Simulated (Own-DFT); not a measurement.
GaP (zincblende, strongly disordered by large displacements), InAs (zincblende, strongly disordered by large displacements) (calculated)

Computed with Own-DFT development build. A calculation, not a measurement: plane-wave PBE density functional theory by an unreviewed code, no spin, of a simulated periodic cell, stress positive in tension, free energy of the whole cell less one offset for each atom, forces on such cells passed a denser k mesh, this cell's mesh not checked; broken bonds can close the gap or carry spin, so checks made on this kind of crystal may not hold here; offsets are fitted by least squares, one for each functional and potential file, so energies compare only between cells with the same atoms and settings and are not formation energies; the far tail of each file's local potential was reset to the Coulomb form; each entry is a single point on an unrelaxed cell, so the pressure reflects the starting lattice, mostly measured values (interpolated for alloys), from which strain is counted, and rises with the displacements; printed positions are rounded, which can move forces by about a meV/angstrom; the program, named Own-DFT, is a retired in-house code; no spin-orbit coupling.

Common to all runs: functional PBE; potential files PseudoDojo norm-conserving, scalar-relativistic, standard set; wave cutoff 42 hartree; occupations Fermi-Dirac; smearing width 0.1 eV; k mesh 3 x 3 x 3 centred on Gamma.

(1) GaP (zincblende, strongly disordered by large displacements)

```
cell vectors (Å)
  10.9010     0.0000     0.0000
   0.0000    10.9010     0.0000
   0.0000     0.0000    10.9010
atoms (fractions of the cell vectors)
Ga  0.03104  0.99133  0.01169
Ga  0.98684  0.27427  0.25612
Ga  0.25750  0.98807  0.25125
Ga  0.24161  0.25037  0.99673
P   0.11404  0.16447  0.13179
P   0.13302  0.36558  0.41499
P   0.38691  0.14114  0.32524
P   0.35136  0.40154  0.12994
Ga  0.00685  0.99742  0.49216
Ga  0.99866  0.24548  0.74596
Ga  0.23592  0.98750  0.75725
Ga  0.25133  0.22972  0.50188
P   0.09223  0.13793  0.65619
P   0.15300  0.37969  0.87239
P   0.36048  0.09995  0.87949
P   0.37869  0.34864  0.62126
Ga  0.01382  0.48396  0.00648
Ga  0.98652  0.75527  0.23019
Ga  0.23117  0.52772  0.25131
Ga  0.23117  0.76183  0.98293
P   0.12329  0.64425  0.19308
P   0.15097  0.89124  0.34678
P   0.36591  0.62254  0.34811
P   0.36820  0.88667  0.11326
Ga  0.00844  0.47553  0.48444
Ga  0.01562  0.74549  0.71926
Ga  0.24017  0.45533  0.73074
Ga  0.26854  0.75533  0.52703
P   0.15587  0.59597  0.64843
P   0.13246  0.86272  0.89532
P   0.37237  0.65204  0.87041
P   0.35519  0.88090  0.59404
Ga  0.50665  0.98468  0.99262
Ga  0.50072  0.25296  0.22913
Ga  0.76316  0.99095  0.26266
Ga  0.74347  0.26003  0.01717
P   0.58788  0.10494  0.12534
P   0.64561  0.40072  0.37139
P   0.88457  0.14615  0.36536
P   0.86357  0.35442  0.14269
Ga  0.46191  0.00246  0.50867
Ga  0.50695  0.26346  0.74748
Ga  0.72872  0.98135  0.75062
Ga  0.75245  0.22547  0.50405
P   0.63324  0.14315  0.61110
P   0.64328  0.40198  0.85377
P   0.87604  0.12869  0.87979
P   0.84512  0.38570  0.62071
Ga  0.51012  0.48489  0.99930
Ga  0.52508  0.73305  0.24742
Ga  0.74215  0.48554  0.22746
Ga  0.75026  0.73901  0.98350
P   0.62723  0.66475  0.11087
P   0.65706  0.86119  0.38894
P   0.88078  0.63513  0.36714
P   0.87348  0.87742  0.11411
Ga  0.49593  0.52960  0.50484
Ga  0.48856  0.79416  0.75044
Ga  0.73933  0.50245  0.74280
Ga  0.75828  0.79095  0.51704
P   0.62552  0.63677  0.60830
P   0.62008  0.85855  0.91777
P   0.85683  0.61326  0.85817
P   0.87123  0.89093  0.63547
```

Settings of this run: hardware one NVIDIA H100.

It finds free energy of cell above offsets 9.843 eV; pressure 12.3 GPa; stress xx -13.4 GPa; stress yy -12.69 GPa; stress zz -10.82 GPa; stress yz 1.57 GPa; stress xz 1.98 GPa; stress xy 2.19 GPa; wall time 591 s.

Force:
```
element  x (eV/Å)  y (eV/Å)  z (eV/Å)
     Ga    -2.285     2.645     0.704
     Ga     4.511    -0.741      2.42
     Ga     4.804     6.424    -4.984
     Ga     1.727    -0.548     0.831
      P     0.395    -2.662      0.06
      P     2.681    -1.942    -5.207
      P    -3.543    -3.438     5.506
      P     1.514    -1.663    -1.246
     Ga     0.225     1.047    -0.284
     Ga    -7.119     8.012     6.251
     Ga    -0.553     0.771    -0.862
     Ga     0.695    -1.933     0.191
      P     8.006    -8.546    -7.573
      P     -4.37    -1.674     2.832
      P     1.781     1.816    -0.292
      P     0.111     2.055    -1.596
     Ga    -0.893     0.893     0.311
     Ga    -3.719     3.082     2.603
     Ga     4.325    -9.166     2.806
     Ga     8.596    -8.011     7.769
      P    -2.419     2.968    -8.277
      P    -6.834    -5.544     6.817
      P     3.414     2.359     4.077
      P     0.273    -2.229     0.422
     Ga    -5.079      5.07      3.07
     Ga    -0.791    -0.501      1.86
     Ga     5.003    -0.172    -0.462
     Ga    -6.842    -10.54    -6.806
      P    -3.284     5.256    -4.273
      P    -7.979     6.212     -8.28
      P     0.281    -1.694    -0.243
      P     3.465     6.416     8.772
     Ga    -3.886     2.501     0.559
     Ga     2.007     5.071    -0.651
     Ga     -0.41     1.048    -0.731
     Ga    -1.226    -2.575     -2.49
      P     3.953     1.389     0.507
      P    -2.842    -2.587     2.083
      P    -0.999    -3.357     1.513
      P    -0.019     3.417    -3.519
     Ga     4.979     4.806    -4.173
     Ga     0.905    -1.532     1.538
     Ga     -0.27     2.189     1.794
     Ga     3.434     4.368    -3.783
      P    -5.453    -4.723     4.312
      P    -4.843    -5.751     5.864
      P    -0.554    -0.735     0.517
      P     3.035    -1.744    -1.186
     Ga    -1.026     2.275     0.017
     Ga    -3.372      2.92     3.603
     Ga     0.325     4.146    -0.216
     Ga     4.614    -0.671     0.141
      P     0.853    -5.995    -1.242
      P     -6.11     3.222    -5.059
      P    -0.406    -0.725     1.177
      P     -0.01     0.669    -0.913
     Ga    -1.233    -2.211    -2.075
     Ga       0.5    -2.014    -0.003
     Ga     1.743     4.347    -4.774
     Ga      2.34     -6.08     2.172
      P     0.713     2.091     2.403
      P     0.242     0.712    -5.909
      P     3.491      1.23     1.035
      P     3.432     0.271     0.568
```

(2) InAs (zincblende, strongly disordered by large displacements)

```
cell vectors (Å)
  12.1166     0.0000     0.0000
   0.0000    12.1166     0.0000
   0.0000     0.0000    12.1166
atoms (fractions of the cell vectors)
In  0.98315  0.94226  0.00090
In  0.01172  0.18994  0.27691
In  0.25835  0.99141  0.22779
In  0.25361  0.27525  0.00112
As  0.14065  0.12242  0.06375
As  0.09353  0.39816  0.34059
As  0.36196  0.13278  0.34524
As  0.41162  0.35035  0.13933
In  0.99142  0.99536  0.51661
In  0.98118  0.25718  0.72748
In  0.24412  0.97832  0.75938
In  0.26502  0.26839  0.44024
As  0.09812  0.17327  0.64063
As  0.15768  0.37326  0.85730
As  0.41581  0.18380  0.85975
As  0.40512  0.35512  0.62550
In  0.98383  0.47159  0.98156
In  0.04238  0.76165  0.22302
In  0.23447  0.46069  0.20075
In  0.27531  0.75770  0.94120
As  0.14027  0.64138  0.13253
As  0.11810  0.91178  0.32868
As  0.36408  0.62751  0.40589
As  0.36802  0.85206  0.11543
In  0.96700  0.47784  0.49264
In  0.01375  0.79424  0.75279
In  0.26214  0.51969  0.76965
In  0.22113  0.73871  0.52960
As  0.11742  0.59550  0.62161
As  0.14752  0.90607  0.88448
As  0.41272  0.63394  0.87818
As  0.39783  0.88600  0.59806
In  0.52311  0.98491  0.96783
In  0.53459  0.25515  0.20905
In  0.77439  0.05262  0.23385
In  0.78813  0.23202  0.97273
As  0.59931  0.10449  0.14925
As  0.62272  0.35720  0.31178
As  0.86258  0.03600  0.41698
As  0.87691  0.40043  0.17454
In  0.51531  0.96392  0.50650
In  0.53634  0.22077  0.73527
In  0.74858  0.97786  0.72963
In  0.76493  0.29062  0.49512
As  0.62418  0.12192  0.62515
As  0.59749  0.35694  0.88686
As  0.86577  0.13960  0.85573
As  0.79630  0.40979  0.60945
In  0.47994  0.45679  0.95371
In  0.51011  0.73630  0.24516
In  0.74518  0.48648  0.25963
In  0.74564  0.73634  0.97125
As  0.61272  0.63512  0.13274
As  0.61104  0.89007  0.35983
As  0.90751  0.60793  0.40119
As  0.89412  0.81608  0.14075
In  0.53059  0.47825  0.50787
In  0.50120  0.77074  0.75713
In  0.72811  0.43121  0.79002
In  0.73796  0.75686  0.48185
As  0.62900  0.68577  0.66469
As  0.65008  0.97297  0.86177
As  0.91875  0.59436  0.87553
As  0.87922  0.85296  0.60668
```

Settings of this run: hardware one NVIDIA H200.

Results for InAs (zincblende, strongly disordered by large displacements): free energy of cell above offsets 44.449 eV; pressure 16.33 GPa; stress xx -18.52 GPa; stress yy -13.58 GPa; stress zz -16.9 GPa; stress yz -1.57 GPa; stress xz 7.01 GPa; stress xy 4.22 GPa; wall time 1190 s.

Force:
```
element  x (eV/Å)  y (eV/Å)  z (eV/Å)
     In    -1.076      1.81     0.555
     In     0.099     0.282    -0.749
     In     1.805     2.083    -2.295
     In     2.068     -0.36     0.475
     As    -1.615    -2.024     1.892
     As     0.267    -1.934     0.653
     As     2.638    -2.009    -0.799
     As    -8.652     6.742    -5.126
     In     10.91     -0.91     6.194
     In     -7.17     6.043     5.594
     In     5.953     5.331    -7.222
     In    -1.835     2.459     2.345
     As     8.746    -6.737    -6.927
     As      -2.7    -0.105    -0.231
     As    -6.231    -3.362     6.035
     As    -1.389     0.491    -0.223
     In     3.388    -5.413     5.826
     In     1.719     0.039     5.981
     In     0.921     1.217     0.297
     In    -1.278     0.071     2.772
     As     3.937    -4.551    -4.598
     As    -1.686     -0.42     4.334
     As     0.983    -0.548    -1.069
     As      1.18     0.271    -0.829
     In     4.063    -7.249     6.324
     In     0.298    -2.296     0.306
     In     1.015     0.601    -1.888
     In     1.524     1.681    -1.777
     As    -1.021    -0.375      1.67
     As    -4.389    -3.159     4.945
     As     0.078    -1.164    -0.413
     As    -10.02    -5.501     7.343
     In    -10.68     1.209     8.559
     In    -1.448    -5.705     0.954
     In     0.778    -1.146    -0.263
     In    -5.511     6.771      9.31
     As     2.583     -7.12    -4.211
     As     3.097     3.894     10.19
     As    -9.112     4.506    -6.596
     As     6.001    -4.613    -4.736
     In     5.847     7.423    -4.011
     In    -0.621      5.68    -0.117
     In     8.233     0.476    -10.75
     In    -3.189    -9.845    -8.347
     As     5.555    -4.857    -7.487
     As     4.425    -9.039    -0.288
     As     5.157     -7.16    -7.132
     As     3.313     7.707     5.715
     In    -7.436     6.122     6.166
     In    -3.938      2.44     3.622
     In    -1.799      7.65     1.226
     In      0.31    -0.314     0.272
     As      3.43     -3.76    -3.791
     As     2.605    -0.937    -2.747
     As    -5.165     9.407    -6.875
     As    -7.329     2.857    -3.319
     In    -0.392      1.14    -0.544
     In    -3.333     4.227     1.842
     In     4.694     4.492    -1.204
     In    -0.438    -1.238    -0.498
     As     5.314    -4.365    -3.587
     As     1.595    -3.093     3.445
     As    -4.306     6.457    -5.503
     As    -0.764    -0.269     1.317
```

(3) InAs (zincblende, strongly disordered by large displacements)

```
cell vectors (Å)
  12.1166     0.0000     0.0000
   0.0000    12.1166     0.0000
   0.0000     0.0000    12.1166
atoms (fractions of the cell vectors)
In  0.04807  0.97265  0.98412
In  0.00484  0.30365  0.26517
In  0.20599  0.01092  0.24014
In  0.25321  0.24636  0.98171
As  0.10904  0.12744  0.11497
As  0.11818  0.35257  0.39301
As  0.35545  0.10711  0.39521
As  0.41432  0.36370  0.09563
In  0.01128  0.95008  0.48179
In  0.98324  0.27481  0.74893
In  0.27158  0.00062  0.71810
In  0.24321  0.22736  0.50154
As  0.11840  0.13110  0.61154
As  0.13200  0.38062  0.82981
As  0.37689  0.17231  0.89886
As  0.41555  0.36959  0.62593
In  0.01129  0.50705  0.00240
In  0.02594  0.74273  0.23767
In  0.28088  0.54567  0.26077
In  0.24257  0.67450  0.02809
As  0.11377  0.62556  0.15493
As  0.16151  0.89892  0.35796
As  0.33917  0.61849  0.41605
As  0.33983  0.86222  0.12891
In  0.00548  0.49986  0.51066
In  0.04290  0.75986  0.70524
In  0.25256  0.51997  0.76961
In  0.27822  0.76067  0.48184
As  0.13637  0.56952  0.65868
As  0.14855  0.87251  0.88532
As  0.36547  0.66918  0.91353
As  0.37551  0.88198  0.59234
In  0.49701  0.97629  0.04123
In  0.49188  0.22548  0.24744
In  0.77070  0.00186  0.27499
In  0.73614  0.25525  0.00825
As  0.57962  0.12855  0.13422
As  0.58273  0.33027  0.38868
As  0.85744  0.13415  0.41801
As  0.87828  0.34511  0.16259
In  0.47944  0.99067  0.46834
In  0.49100  0.27582  0.74329
In  0.76484  0.97258  0.74624
In  0.72052  0.25085  0.51040
As  0.67818  0.11305  0.59685
As  0.61549  0.31373  0.89467
As  0.85386  0.09413  0.82081
As  0.88427  0.35507  0.60374
In  0.49634  0.50490  0.98802
In  0.48997  0.76429  0.24008
In  0.77029  0.48632  0.26205
In  0.76460  0.71617  0.05477
As  0.64561  0.61323  0.16477
As  0.58182  0.89234  0.34884
As  0.82233  0.60020  0.37421
As  0.82641  0.84227  0.14716
In  0.48242  0.48257  0.52369
In  0.48108  0.70371  0.76210
In  0.78126  0.51988  0.74865
In  0.74398  0.76848  0.48935
As  0.59307  0.61215  0.66028
As  0.65244  0.85725  0.83975
As  0.83111  0.59423  0.89813
As  0.91981  0.86545  0.61252
```

Here we set hardware one NVIDIA H200.

Results for InAs (zincblende, strongly disordered by large displacements): free energy of cell above offsets 47.959 eV; pressure 18.78 GPa; stress xx -16.47 GPa; stress yy -18.69 GPa; stress zz -21.17 GPa; stress yz -1.08 GPa; stress xz 0.75 GPa; stress xy 1.03 GPa; wall time 1195 s.

Force:
```
element  x (eV/Å)  y (eV/Å)  z (eV/Å)
     In    -6.487     5.206     4.313
     In     4.341    -5.569     2.289
     In     4.685     6.632    -6.598
     In    -9.793     5.784     6.213
     As    -0.976     2.273    -0.877
     As     4.352     3.225     3.467
     As    -1.789      2.43    -4.437
     As    -2.759    -0.713     2.096
     In     1.866     4.642    -3.056
     In     0.086     -3.52     0.984
     In    -1.323     1.845     1.884
     In     1.416     2.391     0.456
     As    -2.126    -2.042     2.432
     As    -0.618    -1.573     3.784
     As     9.522    -7.643    -7.055
     As     -11.8    -2.685     0.273
     In    -0.856      -1.2    -0.933
     In    -7.354     8.974     6.192
     In    -0.965    -4.254    -4.871
     In    -5.467     2.946      4.65
     As     2.689    -9.232    -3.327
     As    -3.314    -8.767     6.768
     As     6.503    -7.213    -0.014
     As    -0.563    -0.075     -0.36
     In    -0.823     0.454    -1.394
     In     3.059    -2.362     2.901
     In     10.46    -1.707     6.392
     In    -5.809     7.276     3.134
     As     -7.86     5.115    -7.844
     As     5.282    -6.067    -5.864
     As     6.587    -1.703    -6.067
     As     1.403    -1.169     4.121
     In    -0.292    -1.119    -2.559
     In     -5.58     3.627     5.189
     In     -1.21     0.508    -0.385
     In     5.365    -3.537     4.506
     As     7.179    -4.196    -4.667
     As      0.54      3.28     0.085
     As     2.452    -1.808    -1.414
     As     -7.98     2.455    -8.543
     In     2.705     1.454       3.6
     In     4.363    -7.104     6.432
     In    -3.731    -5.421    -6.853
     In      2.16     9.782    -4.451
     As    -4.556    -10.37      5.97
     As    -4.023     4.372    -3.691
     As     7.288     9.524     6.989
     As     -2.21     2.277    -0.965
     In     2.311     1.376    -0.742
     In    -0.956     -3.04    -1.064
     In    -3.906    -8.314    -5.745
     In    -2.899    -5.839    -8.286
     As     -4.71    -1.254    -0.094
     As     5.377     -0.68    -0.574
     As      5.53     7.687     8.303
     As     6.403     8.911      5.82
     In       5.5     8.471    -8.183
     In    -2.116     5.759     1.529
     In    -2.668    -4.207    -7.172
     In    -0.876     0.026     0.305
     As     5.616    -3.389    -5.066
     As    -3.774    -3.302     3.405
     As     3.581     3.296     6.642
     As    -6.449    -0.926     2.025
```

(4) GaP (zincblende, strongly disordered by large displacements)

```
cell vectors (Å)
  10.9010     0.0000     0.0000
   0.0000    10.9010     0.0000
   0.0000     0.0000    10.9010
atoms (fractions of the cell vectors)
Ga  0.00463  0.95766  0.00568
Ga  0.00433  0.25584  0.23111
Ga  0.24323  0.01477  0.22218
Ga  0.26472  0.24323  0.98718
P   0.12696  0.09688  0.12616
P   0.11312  0.39242  0.39199
P   0.36515  0.11523  0.39813
P   0.40007  0.37987  0.15246
Ga  0.98359  0.01093  0.50083
Ga  0.00965  0.23311  0.78107
Ga  0.22791  0.99471  0.75533
Ga  0.24106  0.25121  0.49351
P   0.13761  0.12440  0.60014
P   0.13171  0.40697  0.86515
P   0.36536  0.13536  0.88190
P   0.38403  0.40133  0.64234
Ga  0.01819  0.51249  0.99514
Ga  0.00572  0.72811  0.23245
Ga  0.23067  0.53737  0.24556
Ga  0.22456  0.73498  0.96774
P   0.11638  0.61798  0.10461
P   0.12203  0.89506  0.34978
P   0.40711  0.62017  0.36050
P   0.37146  0.86775  0.13054
Ga  0.00788  0.49195  0.48419
Ga  0.02534  0.74193  0.76055
Ga  0.25791  0.48707  0.73155
Ga  0.27335  0.74443  0.45228
P   0.15420  0.58564  0.61666
P   0.09955  0.90703  0.87186
P   0.36579  0.64343  0.84928
P   0.36038  0.88375  0.59068
Ga  0.51528  0.01389  0.00028
Ga  0.49625  0.26989  0.26643
Ga  0.76565  0.00637  0.23546
Ga  0.75999  0.24234  0.00962
P   0.67727  0.10406  0.12536
P   0.64218  0.34572  0.38117
P   0.88915  0.11855  0.36697
P   0.90310  0.36282  0.10951
Ga  0.50649  0.00052  0.48561
Ga  0.49496  0.26108  0.79043
Ga  0.72444  0.00492  0.73491
Ga  0.75486  0.21385  0.46587
P   0.63007  0.14402  0.63623
P   0.64278  0.34797  0.91423
P   0.88803  0.13524  0.85255
P   0.86468  0.38211  0.58791
Ga  0.50794  0.50456  0.98062
Ga  0.51249  0.73250  0.24193
Ga  0.76819  0.47846  0.27206
Ga  0.74647  0.75071  0.97223
P   0.62466  0.61565  0.15315
P   0.60810  0.84437  0.33039
P   0.87672  0.65833  0.40342
P   0.85047  0.85936  0.14046
Ga  0.48678  0.50702  0.52192
Ga  0.49612  0.75082  0.73290
Ga  0.73174  0.48307  0.74609
Ga  0.73919  0.71088  0.50850
P   0.63144  0.64467  0.63868
P   0.62830  0.88851  0.85192
P   0.86770  0.63870  0.89639
P   0.87697  0.92461  0.63291
```

Here we set hardware one NVIDIA H100.

Results for GaP (zincblende, strongly disordered by large displacements): free energy of cell above offsets 8.626 eV; pressure 12.56 GPa; stress xx -14.3 GPa; stress yy -11.18 GPa; stress zz -12.21 GPa; stress yz 1.29 GPa; stress xz 3.38 GPa; stress xy 3.98 GPa; wall time 556 s.

Force:
```
element  x (eV/Å)  y (eV/Å)  z (eV/Å)
     Ga    -6.388      3.84     7.835
     Ga     2.279     -2.13      2.64
     Ga     7.251    -4.763     6.272
     Ga    -4.002      4.42     4.996
      P    -6.223     6.631    -6.167
      P     6.447      -5.8    -7.534
      P    -0.004      1.69    -3.401
      P    -4.164     2.725    -4.677
     Ga     3.286    -0.475    -1.019
     Ga     6.614       6.1    -5.518
     Ga       2.9     1.676    -2.913
     Ga      1.66     2.112    -0.238
      P    -2.058    -0.677     3.418
      P     0.044    -3.585     0.638
      P     2.747    -5.067    -3.221
      P     3.696    -7.425    -1.789
     Ga    -4.784    -3.411    -2.833
     Ga    -1.568     3.039     1.888
     Ga     2.561    -2.802     2.092
     Ga      0.96     2.599     0.942
      P     2.921     3.438     2.338
      P    -0.396    -2.469     0.904
      P    -2.654     -2.12      0.99
      P     0.212    -0.059    -1.714
     Ga    -6.433     6.344      5.89
     Ga    -1.231    -0.622    -1.417
     Ga    -1.553     2.159     5.971
     Ga    -1.993     1.143     1.316
      P    -3.931     5.614    -3.567
      P     4.603    -5.384     -5.55
      P     0.706    -2.114     0.881
      P     0.557    -0.848     2.495
     Ga    -0.378    -1.169     0.619
     Ga     1.001    -4.075     2.027
     Ga     3.203    -4.728     7.313
     Ga     4.526    -2.185     1.063
      P    -7.666     5.212    -5.271
      P    -1.592     3.259     0.109
      P     0.851     0.159    -3.126
      P    -2.172     2.906    -0.916
     Ga     1.501      -0.9     0.808
     Ga      1.05     0.458    -2.462
     Ga     2.567     1.282    -0.258
     Ga    -0.295     0.794      4.12
      P    -2.062     0.986    -1.976
      P    -3.373     4.374    -4.066
      P    -7.021    -5.745     5.238
      P    -0.674    -1.166     1.916
     Ga    -0.316     0.495     2.038
     Ga    -6.878    -1.198    -4.526
     Ga       0.3     1.073    -0.646
     Ga    -3.903     3.533     4.033
      P     3.619    -3.425    -4.987
      P     6.719      8.24     7.505
      P     5.104    -3.733    -4.305
      P     2.689    -2.358    -2.848
     Ga     3.028     1.319    -2.256
     Ga    -1.615     3.326     0.012
     Ga     1.614    -0.454     0.167
     Ga    -0.744     5.501    -1.481
      P    -2.453    -4.322     2.475
      P    -2.406    -2.239     2.621
      P     4.209    -4.336    -3.995
      P    -0.492     -4.66     1.102
```
